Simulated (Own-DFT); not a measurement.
Al₃₂O₄₇ (corundum with one vacancy, atoms displaced) (calculated)

A calculation, not a measurement: plane-wave PBE density functional theory by an unreviewed code, no spin, of a simulated periodic cell, stress positive in tension, free energy of the whole cell less one offset for each atom, some atoms lie very close together, defect cell not probed for a lower state with spin; oxygen file: force components 24 meV/angstrom off all-electron in one glass; forces on such cells passed a denser k mesh, this cell's mesh not checked; offsets are fitted by least squares, one for each functional and potential file, so energies compare only between cells with the same atoms and settings and are not formation energies; the far tail of each file's local potential was reset to the Coulomb form; each entry is a single point on an unrelaxed cell, so the pressure reflects the starting lattice, mostly measured values, from which strain is counted, and rises with the displacements; printed positions are rounded, which can move forces by about a meV/angstrom; the program is a retired in-house code; no spin-orbit coupling; before rounding, a Quantum ESPRESSO 7.3.1 run of the same cell and cutoff gave forces within 1 meV/angstrom rms on each cell, which checks the program and not the settings. Program: Own-DFT development build.

Common to all runs: functional PBE; potential files PseudoDojo norm-conserving, scalar-relativistic, standard set; wave cutoff 72 hartree; occupations Fermi-Dirac; smearing width 0.1 eV; k mesh 3 x 3 x 3 centred on Gamma.

(1) Al₃₂O₄₇ (corundum with one vacancy, atoms displaced)

```
Al32O47
1.0
      5.4940     0.0000     8.6604
     -2.7470     4.7579     8.6604
     -2.7470    -4.7579     8.6604
Al O Al O Al O Al O Al O Al O Al O Al O
4 5 4 6 4 6 4 6 4 6 4 6 4 6 4 6
Direct
  0.15736 0.18037 0.18604
  0.33105 0.30776 0.31745
  0.41709 0.41933 0.43516
  0.07175 0.05880 0.08341
  0.29373 0.45779 0.11365
  0.47322 0.12061 0.28255
  0.13706 0.27702 0.46477
  0.22223 0.02168 0.37240
  0.35834 0.23383 0.03193
  0.18573 0.17046 0.68142
  0.31551 0.34442 0.81933
  0.42446 0.43226 0.92147
  0.06288 0.07096 0.57759
  0.26400 0.47783 0.63542
  0.46945 0.10208 0.80224
  0.13614 0.27019 0.96831
  0.22273 0.01223 0.89461
  0.02198 0.36029 0.72600
  0.38864 0.22246 0.53781
  0.17666 0.68271 0.17301
  0.31458 0.81107 0.33334
  0.42158 0.91407 0.43212
  0.05859 0.57438 0.07996
  0.26585 0.95483 0.15506
  0.48442 0.62002 0.27565
  0.13817 0.77600 0.45567
  0.21911 0.54172 0.37917
  0.03784 0.87371 0.20718
  0.37181 0.72249 0.02260
  0.17784 0.67326 0.68526
  0.33641 0.82756 0.82208
  0.42539 0.94928 0.91038
  0.06206 0.57718 0.57235
  0.26852 0.96968 0.62856
  0.46629 0.64240 0.77530
  0.13431 0.76411 0.97507
  0.22291 0.51053 0.88983
  0.02557 0.87177 0.72465
  0.37929 0.73245 0.51940
  0.66520 0.17114 0.18957
  0.82357 0.32052 0.33369
  0.90381 0.42723 0.43623
  0.56525 0.08188 0.07745
  0.77132 0.48103 0.12207
  0.96623 0.14020 0.27860
  0.62979 0.27078 0.47310
  0.71868 0.02881 0.38506
  0.54321 0.34598 0.22406
  0.86738 0.24138 0.03110
  0.69181 0.17183 0.68212
  0.80294 0.31297 0.83656
  0.92151 0.40981 0.94505
  0.58759 0.06181 0.57307
  0.76142 0.49437 0.62815
  0.95404 0.13569 0.78957
  0.60538 0.28136 0.99024
  0.72091 0.03895 0.86400
  0.53072 0.36897 0.73743
  0.88177 0.21909 0.52344
  0.68169 0.67494 0.16905
  0.82364 0.80830 0.33221
  0.93458 0.92067 0.41508
  0.58306 0.57539 0.08025
  0.77542 0.96357 0.13892
  0.97592 0.62402 0.28279
  0.63289 0.77562 0.47006
  0.71381 0.51984 0.38423
  0.52774 0.87997 0.21953
  0.87678 0.73320 0.03281
  0.68736 0.67843 0.65475
  0.82716 0.81100 0.83633
  0.92087 0.94343 0.92176
  0.57632 0.56574 0.58581
  0.77694 0.97622 0.62239
  0.95926 0.62301 0.78680
  0.62392 0.77779 0.95335
  0.72889 0.52181 0.87892
  0.51333 0.87779 0.72623
  0.85782 0.73094 0.53046
```

* free energy of cell above offsets: -42.279 eV
* pressure: 14.75 GPa
* stress xx: -14.68 GPa
* stress yy: -16.39 GPa
* stress zz: -13.18 GPa
* stress yz: -4.2 GPa
* stress xz: 0.95 GPa
* stress xy: -0.12 GPa

Force:
| element | x (eV/Å) | y (eV/Å) | z (eV/Å) |
| --- | --- | --- | --- |
| Al | 2.602 | 0.93 | 0.853 |
| Al | -1.03 | 2.314 | 1.082 |
| Al | 1.135 | 0.946 | 0.941 |
| Al | 0.053 | 3.361 | 2.328 |
| O | -3.537 | -1.502 | 2.124 |
| O | 0.744 | -2.176 | -1.468 |
| O | -2.165 | -0.901 | -1.225 |
| O | -1.876 | -0.56 | 1.445 |
| O | 1.746 | -1.653 | 0.073 |
| Al | -0.078 | 0.661 | -0.309 |
| Al | 1.69 | -4.55 | -1.431 |
| Al | -0.962 | -0.46 | 0.695 |
| Al | 3.484 | 0.432 | 1.832 |
| O | 1.208 | 1.003 | 0.111 |
| O | 0.67 | 13.06 | 7.73 |
| O | -1.624 | -0.184 | -0.72 |
| O | -0.614 | 3.024 | -1.341 |
| O | 0.192 | 1.967 | 1.586 |
| O | -1.626 | -1.161 | -2.662 |
| Al | 2.627 | -0.886 | -1.401 |
| Al | 3.894 | 2.317 | 3.161 |
| Al | -0.001 | 2.474 | 1.397 |
| Al | 2.391 | -1.66 | 2.174 |
| O | 0.672 | 4.082 | -1.865 |
| O | -1.136 | -0.875 | -0.528 |
| O | -5.48 | -3.501 | -2.2 |
| O | 1.343 | -0.011 | -1.487 |
| O | -3.495 | -2.392 | 0.101 |
| O | 0.942 | -2.104 | 1.857 |
| Al | -0.088 | 0.462 | -0.732 |
| Al | -2.269 | -1.69 | -1.926 |
| Al | -1.315 | -12.99 | -6.118 |
| Al | -0.324 | -2.279 | 0.791 |
| O | -0.516 | 0.037 | 1.09 |
| O | 2.301 | -1.604 | -2.879 |
| O | -1.444 | 1.558 | -0.723 |
| O | -1.806 | 3.932 | 0.09 |
| O | -0.273 | 0.086 | 0.187 |
| O | -0.144 | -3.793 | -1.763 |
| Al | 4.424 | -1.66 | -0.66 |
| Al | -1.107 | 1.675 | -1.623 |
| Al | 2.975 | 1.421 | 2.493 |
| Al | -0.939 | -0.491 | -1.35 |
| O | 1.08 | -1.558 | 2.371 |
| O | 0.71 | -1.66 | -2.297 |
| O | -1.072 | 0.169 | 1.345 |
| O | 2.962 | 0.965 | -1.715 |
| O | -6.223 | 3.242 | 4.012 |
| O | 1.043 | -5.063 | -3.186 |
| Al | -1.629 | 2.31 | -4.701 |
| Al | -1.374 | 2.291 | 4.833 |
| Al | 1.232 | 3.367 | 0.323 |
| Al | -2.08 | -0.636 | 1.663 |
| O | 3.948 | -2.988 | -3.017 |
| O | 2.548 | -0.262 | -1.862 |
| O | 2.479 | 0.414 | -0.636 |
| O | 0.002 | -4.301 | 2.689 |
| O | 1.021 | 1.468 | -0.815 |
| O | -1.3 | -0.14 | 0.986 |
| Al | -1.972 | -0.119 | 1.074 |
| Al | 0.193 | 2.777 | 0.559 |
| Al | -1.665 | 0.159 | 1.432 |
| Al | -0.895 | 1.289 | -4.498 |
| O | 0.241 | 2.047 | -0.066 |
| O | 0.179 | -1.3 | -1.145 |
| O | -1.745 | 0.412 | -1.905 |
| O | -0.187 | 0.19 | 1.015 |
| O | 1.319 | -0.336 | -0.568 |
| O | -1.571 | 0.408 | -2.637 |
| Al | -6.248 | -3.566 | 2.14 |
| Al | -0.707 | 2.135 | -1.269 |
| Al | 0.887 | -3.387 | -0.072 |
| Al | -1.985 | 1.914 | -0.693 |
| O | 1.521 | -1.101 | 0.708 |
| O | 1.642 | 0.328 | 0.549 |
| O | -0.026 | -0.73 | 2.761 |
| O | -0.778 | 1.102 | -1.421 |
| O | 2.88 | 2.208 | 1.429 |
| O | 4.322 | 1.292 | 2.887 |

(2) Al₃₂O₄₇ (corundum with one vacancy, atoms displaced)

```
Al32O47
1.0
      5.4940     0.0000     8.6604
     -2.7470     4.7579     8.6604
     -2.7470    -4.7579     8.6604
Al O Al O Al O Al O Al O Al O Al O Al O
4 6 4 5 4 6 4 6 4 6 4 6 4 6 4 6
Direct
  0.17782 0.17837 0.16971
  0.33296 0.31448 0.32156
  0.44434 0.42123 0.41062
  0.07604 0.09256 0.04197
  0.28441 0.48433 0.10611
  0.46282 0.13359 0.28025
  0.12652 0.27954 0.47375
  0.22861 0.02839 0.37186
  0.03876 0.37817 0.20759
  0.37389 0.22870 0.02588
  0.18006 0.16391 0.68285
  0.32314 0.33525 0.80793
  0.43633 0.43772 0.90232
  0.07345 0.07348 0.56855
  0.28496 0.45613 0.62318
  0.14154 0.29266 0.95737
  0.21942 0.02897 0.87951
  0.03185 0.36421 0.72122
  0.38077 0.20934 0.53436
  0.15853 0.69190 0.16778
  0.34430 0.82305 0.29780
  0.41134 0.92978 0.43195
  0.08481 0.57217 0.06575
  0.30178 0.94820 0.13009
  0.47474 0.63413 0.28729
  0.10157 0.79593 0.48373
  0.21257 0.52668 0.37964
  0.03073 0.87149 0.22663
  0.36546 0.71697 0.03499
  0.19344 0.68451 0.66706
  0.31757 0.83396 0.80479
  0.41305 0.92962 0.93292
  0.05514 0.57772 0.58823
  0.28504 0.98777 0.61140
  0.46354 0.60042 0.79706
  0.11783 0.77648 0.97745
  0.21913 0.51734 0.87624
  0.04188 0.85311 0.71584
  0.36476 0.72739 0.53741
  0.67122 0.17985 0.17264
  0.81546 0.32258 0.32989
  0.93164 0.42758 0.42107
  0.57688 0.07334 0.07415
  0.78065 0.46794 0.11714
  0.96781 0.13625 0.27112
  0.62189 0.25923 0.49202
  0.73817 0.00495 0.38711
  0.50616 0.38688 0.23068
  0.86783 0.21298 0.00998
  0.66765 0.17743 0.66778
  0.81842 0.34321 0.82267
  0.92982 0.42410 0.92004
  0.56538 0.07797 0.58061
  0.77389 0.47047 0.62518
  0.95246 0.11740 0.79072
  0.62338 0.26198 0.97652
  0.71183 0.04311 0.87797
  0.53124 0.37131 0.71819
  0.87571 0.21980 0.52941
  0.66425 0.67927 0.18043
  0.82980 0.82554 0.30813
  0.92680 0.92112 0.42895
  0.57501 0.55845 0.08343
  0.76616 0.96727 0.12617
  0.97486 0.62330 0.26839
  0.62046 0.79155 0.48006
  0.71566 0.53997 0.37042
  0.52406 0.85091 0.24400
  0.87144 0.72419 0.02542
  0.66762 0.67606 0.67050
  0.82386 0.82203 0.81689
  0.91865 0.92215 0.92786
  0.56475 0.57793 0.56864
  0.78797 0.97649 0.61992
  0.95489 0.61620 0.78779
  0.62892 0.77992 0.96456
  0.72454 0.53019 0.86730
  0.52843 0.86446 0.73781
  0.87737 0.72935 0.52269
```

* free energy of cell above offsets: -41.452 eV
* pressure: 14.57 GPa
* stress xx: -13.86 GPa
* stress yy: -16.08 GPa
* stress zz: -13.78 GPa
* stress yz: -1.11 GPa
* stress xz: 0.91 GPa
* stress xy: 0.86 GPa

Force:
| element | x (eV/Å) | y (eV/Å) | z (eV/Å) |
| --- | --- | --- | --- |
| Al | 0.202 | 0.219 | 0.852 |
| Al | -4.945 | 2.211 | 0.246 |
| Al | -5.24 | -1.799 | 0.687 |
| Al | -4.047 | -3.869 | 1.806 |
| O | -0.175 | -1.84 | 0.009 |
| O | 2.799 | -1.683 | -1.014 |
| O | -0.191 | -0.451 | -0.909 |
| O | -0.674 | 0.343 | -0.554 |
| O | -1.829 | -1.313 | 0.044 |
| O | 0.712 | -1.258 | -0.561 |
| Al | -1.242 | 3.116 | -0.187 |
| Al | 2.177 | -2.095 | 1.795 |
| Al | -1.148 | -14.11 | -6.306 |
| Al | -1.384 | -0.296 | -0.067 |
| O | -0.447 | 3.041 | -0.18 |
| O | -2.832 | -3.173 | -4.525 |
| O | 2.198 | 1.058 | -2.063 |
| O | -0.861 | -0.278 | 0.76 |
| O | -0.58 | 1.085 | -0.56 |
| Al | 3.038 | -2.946 | 1.611 |
| Al | -6.048 | -4.063 | 2.689 |
| Al | 2.697 | 1.316 | 0.147 |
| Al | -0.171 | -0.463 | -0.936 |
| O | -3.158 | 5.984 | -2.293 |
| O | 3.426 | -3.929 | -4.912 |
| O | 4.433 | -1.463 | 1.153 |
| O | 0.165 | 0.175 | 0.577 |
| O | -0.245 | 2.546 | -0.261 |
| O | 0.931 | 0.69 | 1.228 |
| Al | -1.395 | -3.658 | -5.233 |
| Al | 0.69 | -4.079 | 1.785 |
| Al | 3.761 | 0.209 | -0.061 |
| Al | 2.86 | 1.358 | 0.173 |
| O | -0.951 | -2.192 | -0.78 |
| O | 0.217 | 14.25 | 7.127 |
| O | 0.413 | 2.941 | -0.374 |
| O | 0.201 | 2.647 | 0.707 |
| O | -4.526 | 2.049 | 3.579 |
| O | 3.564 | 1.423 | 2.486 |
| Al | 0.275 | -1.419 | -0.894 |
| Al | 1.662 | 0.65 | 1.198 |
| Al | 0.208 | -0.458 | -0.413 |
| Al | -1.746 | 0.421 | -1.649 |
| O | -1.357 | -1.716 | -0.068 |
| O | 1.371 | 0.2 | -0.858 |
| O | 0.349 | 5.143 | -1.084 |
| O | -2.991 | 3.891 | -1.188 |
| O | 3.921 | -0.579 | -0.339 |
| O | 0.354 | -1.443 | 4.267 |
| Al | 0.181 | -3.685 | 3.522 |
| Al | 1.377 | -0.919 | -4.357 |
| Al | -0.238 | -0.454 | 0.847 |
| Al | 1.847 | -2.958 | -0.792 |
| O | -0.19 | 0.857 | 0.178 |
| O | 2.763 | 1.825 | 1.174 |
| O | -0.795 | 2.586 | 2.743 |
| O | 2.075 | -0.083 | -2.617 |
| O | -0.147 | 1.366 | -0.184 |
| O | -0.355 | 1.354 | -0.59 |
| Al | 3.915 | 1.655 | 0.453 |
| Al | -1.228 | -1.445 | 1.381 |
| Al | -0.342 | 1.536 | -0.349 |
| Al | -0.433 | 4.848 | 0.006 |
| O | 0.255 | -1.158 | 1.531 |
| O | -1.335 | -0.041 | 0.467 |
| O | -0.481 | -0.061 | -2.736 |
| O | 1.099 | -1.574 | -0.407 |
| O | -0.458 | 3.515 | 3.8 |
| O | 0.17 | -0.305 | -0.103 |
| Al | 0.694 | 0.272 | 2.37 |
| Al | 0.044 | -0.667 | 0.566 |
| Al | -0.436 | 0.12 | -0.798 |
| Al | 1.303 | -0.648 | 0.661 |
| O | -1.139 | -0.576 | -0.366 |
| O | 0.945 | 1.577 | 0.97 |
| O | -1.273 | -1.303 | -0.245 |
| O | -1.174 | -0.847 | -0.206 |
| O | -0.426 | 1.054 | -1.57 |
| O | -0.657 | -2.24 | -2.009 |

(3) Al₃₂O₄₇ (corundum with one vacancy, atoms displaced)

```
Al32O47
1.0
      5.4940     0.0000     8.6604
     -2.7470     4.7579     8.6604
     -2.7470    -4.7579     8.6604
Al O Al O Al O Al O Al O Al O Al O Al O
4 6 4 6 4 6 4 6 4 6 4 5 4 6 4 6
Direct
  0.19015 0.16588 0.16098
  0.32731 0.33488 0.30897
  0.42814 0.43073 0.42672
  0.08077 0.07181 0.06883
  0.29114 0.47792 0.11011
  0.46015 0.11998 0.27633
  0.12455 0.26884 0.47538
  0.22396 0.02235 0.37919
  0.01548 0.38302 0.22183
  0.39001 0.22073 0.02564
  0.17969 0.17355 0.66618
  0.33113 0.30029 0.82993
  0.42038 0.40311 0.95552
  0.08083 0.07012 0.56809
  0.27511 0.47542 0.61607
  0.45994 0.13188 0.78723
  0.10755 0.28674 0.97587
  0.22717 0.03222 0.87316
  0.02599 0.35867 0.73211
  0.36264 0.23440 0.53231
  0.15924 0.68356 0.18267
  0.31231 0.83369 0.32853
  0.42002 0.91917 0.44936
  0.07681 0.55955 0.08329
  0.27329 0.95253 0.14079
  0.47646 0.61612 0.27891
  0.12398 0.78803 0.46837
  0.23159 0.51516 0.36370
  0.03851 0.87395 0.21948
  0.36995 0.70929 0.04440
  0.18992 0.66427 0.67843
  0.33072 0.80777 0.83314
  0.41351 0.92877 0.93073
  0.06773 0.57852 0.57980
  0.26322 0.96969 0.64547
  0.45919 0.62948 0.77572
  0.11535 0.77783 0.97478
  0.23651 0.52362 0.86698
  0.01911 0.87752 0.73792
  0.37869 0.72898 0.50615
  0.69653 0.16876 0.16256
  0.82744 0.33326 0.32927
  0.93202 0.44176 0.41551
  0.58111 0.06146 0.06221
  0.76137 0.49235 0.11687
  0.97354 0.13055 0.27441
  0.62112 0.28126 0.46586
  0.72677 0.03688 0.37953
  0.52495 0.36826 0.22475
  0.86375 0.22141 0.02767
  0.68661 0.16075 0.66645
  0.82058 0.30814 0.83032
  0.93859 0.43649 0.92664
  0.57212 0.06334 0.56917
  0.95487 0.11914 0.78278
  0.62518 0.29014 0.96323
  0.72092 0.01728 0.87862
  0.54978 0.35122 0.72945
  0.87672 0.22707 0.51837
  0.67251 0.66978 0.16796
  0.83075 0.81977 0.31312
  0.93577 0.92005 0.42153
  0.58624 0.56982 0.08492
  0.79189 0.98839 0.11305
  0.96920 0.62600 0.26399
  0.62563 0.77397 0.47728
  0.73709 0.52616 0.36323
  0.52405 0.88004 0.21797
  0.87096 0.72928 0.02353
  0.64968 0.69973 0.69294
  0.83520 0.84860 0.80499
  0.92062 0.92547 0.92263
  0.56252 0.57293 0.58804
  0.77945 0.95924 0.63949
  0.97303 0.62639 0.78560
  0.60676 0.77557 0.97811
  0.72338 0.53407 0.86813
  0.52857 0.86471 0.71860
  0.87023 0.71498 0.51376
```

- free energy of cell above offsets: -41.053 eV
- pressure: 15.71 GPa
- stress xx: -18.69 GPa
- stress yy: -14 GPa
- stress zz: -14.45 GPa
- stress yz: -1.59 GPa
- stress xz: 2.55 GPa
- stress xy: 1.41 GPa

Force:
| element | x (eV/Å) | y (eV/Å) | z (eV/Å) |
| --- | --- | --- | --- |
| Al | -2.736 | -1.624 | 1.966 |
| Al | 1.296 | -2.355 | -0.044 |
| Al | 0.655 | -0.472 | -2.518 |
| Al | -2.622 | 0.304 | -1.322 |
| O | -3.962 | -1.716 | -0.01 |
| O | 0.279 | 0.052 | 1.819 |
| O | 0.702 | 1.397 | 0.165 |
| O | -0.449 | 1.065 | -0.603 |
| O | 3.674 | -0.088 | 0.074 |
| O | -2.423 | -1.691 | -4.304 |
| Al | -1.781 | 0.071 | 0.983 |
| Al | -3.835 | 5.103 | 3.613 |
| Al | 3.494 | 5.003 | -0.535 |
| Al | -2.76 | 0.397 | 0.069 |
| O | -1.062 | -1.106 | 1.568 |
| O | 5.179 | -3.077 | -3.6 |
| O | 5.053 | -2.466 | 2.765 |
| O | 0.096 | -0.408 | -0.495 |
| O | 0 | 1.636 | 1.416 |
| O | 2.155 | -1.729 | -0.169 |
| Al | 3.423 | -0.014 | 0.003 |
| Al | 2.919 | -0.831 | 0.854 |
| Al | 1.339 | 2.628 | -0.781 |
| Al | 0.092 | 3.932 | -0.308 |
| O | -0.37 | 3.803 | 0.109 |
| O | -1.922 | 0.445 | 1.268 |
| O | -0.738 | -2.087 | -0.889 |
| O | -3.753 | 0.888 | 1.599 |
| O | -1.652 | -0.113 | -0.457 |
| O | 0.045 | 2.253 | -0.417 |
| Al | -0.959 | 0.652 | -0.335 |
| Al | -3.372 | -0.774 | -0.461 |
| Al | 1.49 | -1.649 | 0.255 |
| Al | 0.781 | -0.924 | -2.349 |
| O | 1.939 | 0.271 | -0.629 |
| O | 0.84 | -0.616 | 0.03 |
| O | 0.965 | -0.168 | 1.207 |
| O | -0.629 | -1.601 | -0.462 |
| O | 4.276 | 2.033 | -1.36 |
| O | -0.67 | -3.387 | 1.511 |
| Al | -5.959 | -1.306 | -0.323 |
| Al | -0.188 | -0.673 | -2.466 |
| Al | -2.48 | -4.636 | -0.686 |
| Al | -1.644 | -1.734 | 2.779 |
| O | 5.705 | -3.401 | 2.245 |
| O | 0.497 | -0.298 | -0.374 |
| O | 0.99 | -1.592 | 1.299 |
| O | 1.762 | 0.156 | -2.091 |
| O | 1.539 | 0.397 | 0.727 |
| O | 3.968 | 1.3 | 3.936 |
| Al | -1.9 | 2.399 | 2.077 |
| Al | 0.831 | 3.813 | 1.828 |
| Al | -3.893 | 1.059 | -4.997 |
| Al | -2.056 | 1.702 | 1.031 |
| O | 1.171 | 1.026 | 0.941 |
| O | -0.828 | -2.586 | -0.942 |
| O | -0.546 | 1.827 | -0.202 |
| O | -1.306 | 1.515 | -0.98 |
| O | 0.486 | -2.284 | -0.416 |
| Al | -1.607 | 1.325 | 4.294 |
| Al | -2.017 | -0.424 | 0.005 |
| Al | -1.735 | 1.494 | -0.458 |
| Al | -2.467 | 1.502 | -7.434 |
| O | 0.338 | -2.42 | -2.604 |
| O | 0.148 | 1.282 | 2.48 |
| O | -0.632 | 0.973 | -0.249 |
| O | -2.857 | 0.728 | -0.179 |
| O | 1.161 | -0.678 | -1.02 |
| O | 0.059 | -1.239 | -0.479 |
| Al | 12.59 | -6.187 | -5.933 |
| Al | 0.361 | -7.191 | -1.158 |
| Al | 0.351 | -1.59 | 2.312 |
| Al | 3.178 | -0.565 | 0.039 |
| O | 0.041 | 3.872 | -3.296 |
| O | 0.888 | 2.149 | 0.086 |
| O | 0.529 | 2.23 | 1.542 |
| O | -0.463 | -0.106 | 0.555 |
| O | -9.586 | 5.687 | 5.831 |
| O | 0.568 | -0.568 | 3.054 |
